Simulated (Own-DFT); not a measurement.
# What random displacements cost in zincblende GaP, 96 atoms (Ga48P48)

Calculated results; nothing here was measured. The program, named Own-DFT, is a retired in-house plane-wave density functional code that no person has reviewed. Each row is one single-point run on a periodic cell that was not relaxed, without spin or spin-orbit coupling.

Settings of every run: PBE; PseudoDojo norm-conserving scalar-relativistic files; cutoff 42 hartree; 2 x 3 x 3 k mesh centred on Gamma; Fermi-Dirac smearing of 0.1 eV.

Known limits, some of them of some rows only: some atoms lie very close together; forces on such cells moved up to 12 meV/angstrom on a denser k mesh; forces on such cells passed a denser k mesh, each cell not checked; stress not checked against mesh or cutoff.

Cell vectors in Å: (16.352, 0.000, 0.000); (0.000, 10.901, 0.000); (0.000, 0.000, 10.901). In each run every atom was moved at random and independently from its ideal site; u is the rms move along one axis. E is the free energy for each atom above the fitted value at u = 0, and F the rms of the force components.

```
run   u (Å)  E (meV/atom)  F (eV/Å)  largest force (eV/Å)  P (GPa)
  1  0.0187           6.2     0.270                  0.91     2.70
  2  0.0189           5.3     0.236                  0.87     2.69
  3  0.0197           6.6     0.274                  0.87     2.71
  4  0.0468          41.7     0.714                  2.50     3.24
  5  0.0469          37.7     0.657                  2.47     3.15
  6  0.0509             ?         ?                     ?        ?
  7  0.1012         163.3     1.401                  5.78     4.97
  8  0.1013         176.6     1.606                  8.95     5.20
  9  0.1026         172.8     1.591                 10.24     5.01
 10  0.1433         470.1     4.016                 36.12     9.07
 11  0.2070         643.7     3.331                 15.54    10.91
```

## Worked fit

For small independent moves the energy grows as E = (3/2) K u², with K the mean stiffness felt by one atom. The runs with u up to 0.11 Å give K = 11.3 ± 0.3 eV/Å², with residuals divided by u² + 0.0006 Å², since the noise grows with the moves. The scatter is 2.8 meV/atom at u = 0.05 Å. The forces follow F = G u with G = 14.5 eV/Å²; no force at u = 0 is resolved. G exceeds K because the moves of its neighbours add to the force on an atom, and stiffness differs between atoms. At u = 0.207 Å the parabola gives 727 meV/atom and the run 644. The pressure follows P = 2.64 + 235 u² GPa: at fixed volume, shortened bonds push harder than stretched ones pull.

## Withheld run

Question: what energy and rms force should run 6 give?

The fit gives 44 ± 3 meV/atom and about 0.74 eV/Å. The calculation gave 40.3 meV/atom and 0.680 eV/Å.
